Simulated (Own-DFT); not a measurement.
## Calculated data, Ti₁₂O₂₃ (rutile with two vacancies, strained, atoms displaced)

A calculation, not a measurement: plane-wave PBE density functional theory by an unreviewed code, no spin, of a simulated periodic cell, stress positive in tension, free energy of the whole cell less one offset for each atom, defect cell not probed for a lower state with spin; oxygen file: force components 24 meV/angstrom off all-electron in one glass; forces on such cells passed a denser k mesh, this cell's mesh not checked; offsets are fitted by least squares, one for each functional and potential file, so energies compare only between cells with the same atoms and settings and are not formation energies; the far tail of each file's local potential was reset to the Coulomb form; each entry is a single point on an unrelaxed cell, so the pressure reflects the starting lattice, mostly measured values (interpolated for alloys), from which strain is counted, and rises with the displacements; printed positions are rounded, which can move forces by about a meV/angstrom; the program, named Own-DFT, is a retired in-house code; no spin-orbit coupling; before rounding, a Quantum ESPRESSO 7.3.1 run of the same cell and cutoff gave forces within 1 meV/angstrom rms on each cell, which checks the program and not the settings. Program: Own-DFT development build.

### Ti₁₂O₂₃ (rutile with two vacancies, strained, atoms displaced)

```
cell vectors (Å)
   9.0371    -0.1306    -0.1688
  -0.1306     9.0800     0.0273
  -0.1630     0.0264     8.8626
atoms (fractions of the cell vectors)
Ti  0.00009  0.99486  0.00745
Ti  0.24790  0.24563  0.16384
O   0.14188  0.14613  0.99763
O   0.34998  0.35114  0.00164
O   0.40059  0.08796  0.16138
O   0.09512  0.40028  0.16442
Ti  0.00601  0.00125  0.33849
Ti  0.25137  0.24872  0.50501
O   0.15400  0.15683  0.32979
O   0.34444  0.35406  0.33309
O   0.40164  0.10657  0.49516
O   0.10020  0.40208  0.49328
Ti  0.00661  0.00022  0.66495
Ti  0.24134  0.24847  0.83482
O   0.13655  0.14551  0.66681
O   0.35490  0.35389  0.67451
O   0.39776  0.09503  0.83481
O   0.09072  0.40378  0.84104
Ti  0.99682  0.49477  0.99485
Ti  0.23945  0.75941  0.16618
O   0.15334  0.65582  0.99920
O   0.34992  0.85247  0.99465
O   0.40284  0.60003  0.17336
O   0.09947  0.90566  0.16235
Ti  0.00241  0.49958  0.32469
Ti  0.25971  0.75012  0.50475
O   0.14713  0.65438  0.32816
O   0.34718  0.84391  0.32862
O   0.41090  0.59250  0.51162
O   0.09807  0.91039  0.50888
Ti  0.00572  0.49933  0.66745
Ti  0.24772  0.76258  0.84054
O   0.35371  0.86588  0.66142
O   0.09535  0.90066  0.83714
Ti  0.49381  0.00145  0.00528
Ti  0.76088  0.24819  0.17342
O   0.65486  0.14415  0.99762
O   0.84637  0.35141  0.99996
O   0.90194  0.10734  0.16237
O   0.59617  0.39684  0.15833
Ti  0.50180  0.99928  0.33850
Ti  0.74585  0.24773  0.51138
O   0.64974  0.14733  0.32338
O   0.84962  0.34054  0.33339
O   0.90942  0.10345  0.50619
O   0.59736  0.39276  0.51082
Ti  0.50107  0.99724  0.66578
Ti  0.74774  0.24500  0.82886
O   0.65139  0.15294  0.65549
O   0.83684  0.35004  0.66388
O   0.91011  0.09383  0.82071
O   0.59516  0.40163  0.83119
Ti  0.50123  0.49283  0.99963
Ti  0.75905  0.74929  0.15917
O   0.65293  0.65714  0.01231
O   0.86178  0.84737  0.99868
O   0.90683  0.58949  0.16296
O   0.59770  0.90257  0.16999
Ti  0.49978  0.50256  0.33407
Ti  0.75400  0.74917  0.50268
O   0.65476  0.65426  0.32672
O   0.85208  0.85290  0.32810
O   0.89878  0.60798  0.49759
O   0.60382  0.90197  0.49496
Ti  0.49624  0.50693  0.66741
Ti  0.75808  0.74916  0.83313
O   0.64042  0.64512  0.66530
O   0.84647  0.85242  0.66877
O   0.90644  0.59817  0.83177
O   0.59888  0.90915  0.83702
```

Settings of this run: functional PBE, potential files PseudoDojo norm-conserving, scalar-relativistic, standard set, wave cutoff 72 hartree, occupations Fermi-Dirac, smearing width 0.1 eV and k mesh 3 x 3 x 3 centred on Gamma.

It finds free energy of cell above offsets -9.945 eV; pressure 13.99 GPa; stress xx -15.07 GPa; stress yy -14.55 GPa; stress zz -12.35 GPa; stress yz 0.75 GPa; stress xz -5.33 GPa; stress xy -7.73 GPa.

Force:
| element | x (eV/Å) | y (eV/Å) | z (eV/Å) |
| --- | --- | --- | --- |
| Ti | -1.152 | 2.279 | -1.812 |
| Ti | 0.487 | 0.423 | 0.867 |
| O | 1.762 | 1.67 | -0.18 |
| O | -1.251 | -0.486 | -0.506 |
| O | -1.527 | 1.552 | 0.596 |
| O | 0.715 | -0.407 | 0.115 |
| Ti | -1.572 | 0.44 | 0.931 |
| Ti | 0.687 | 0.618 | -0.485 |
| O | -0.234 | -0.552 | 0.062 |
| O | -0.083 | -0.508 | 0.003 |
| O | -0.038 | -0.406 | 0.23 |
| O | -0.112 | 0.544 | 1.665 |
| Ti | -2.547 | -0.878 | 0.768 |
| Ti | 1.359 | -0.637 | -0.27 |
| O | 4.002 | 3.752 | 0.185 |
| O | -2.554 | -1.8 | 0.156 |
| O | -0.772 | 1.072 | -0.766 |
| O | 1.3 | -0.801 | -1.574 |
| Ti | -0.358 | 0.021 | 1.52 |
| Ti | 1.272 | -1.546 | 0.78 |
| O | 0.434 | -0.301 | -1.091 |
| O | -0.643 | -1.855 | 0.081 |
| O | -0.111 | -0.096 | -0.84 |
| O | 0.445 | -0.177 | 1.414 |
| Ti | -0.207 | -0.579 | 0.511 |
| Ti | -0.119 | -0.413 | -1.22 |
| O | 0.544 | 0.558 | 0.751 |
| O | 0.044 | 0.241 | 1.165 |
| O | -2.718 | 2.468 | -2.915 |
| O | 1.685 | -2.187 | -1.653 |
| Ti | -0.721 | -0.399 | -1.406 |
| Ti | -1.632 | 1.042 | 0.324 |
| O | -2.648 | -3.042 | 0.307 |
| O | 1.502 | -1.612 | -0.064 |
| Ti | 2.533 | 1.056 | -0.156 |
| Ti | -1.372 | -0.352 | -0.79 |
| O | 0.402 | 0.866 | -0.665 |
| O | -0.25 | -0.29 | -0.799 |
| O | 1.267 | -1.565 | 0.165 |
| O | -0.274 | 0.71 | 0.262 |
| Ti | 0.887 | 0.138 | -1.226 |
| Ti | 0.216 | 0.382 | -3.303 |
| O | 0.177 | 0.462 | 0.577 |
| O | 0.532 | 1.271 | 0.791 |
| O | -0.599 | -0.233 | -1.618 |
| O | -0.483 | 0.813 | -1.006 |
| Ti | 1.509 | 1.069 | 1.3 |
| Ti | 0.093 | -0.781 | 2.028 |
| O | -0.67 | -1.036 | 1.772 |
| O | 2.023 | 1.396 | 1.098 |
| O | -1.795 | 1.293 | 1.444 |
| O | -0.029 | 0.363 | 1.311 |
| Ti | 1.281 | -0.401 | 2.053 |
| Ti | -0.875 | 0.714 | 2.24 |
| O | -0.891 | -0.752 | -2.321 |
| O | -1.581 | -1.443 | -0.279 |
| O | -1.018 | 1.327 | -0.256 |
| O | 0.362 | -0.537 | -0.138 |
| Ti | 0.596 | -0.32 | -0.64 |
| Ti | -0.356 | 0.021 | -1.144 |
| O | 0.077 | -0.385 | 0.466 |
| O | 0.43 | 0.15 | 0.659 |
| O | 1.382 | -1.081 | 0.801 |
| O | -0.561 | 0.117 | 0.783 |
| Ti | 0.998 | -2.485 | 0.343 |
| Ti | -1.327 | 0.583 | -0.622 |
| O | 2.626 | 2.576 | 0.702 |
| O | -0.884 | -1.279 | 0.433 |
| O | -0.384 | 0.839 | -1.127 |
| O | 0.719 | -1.205 | -0.788 |
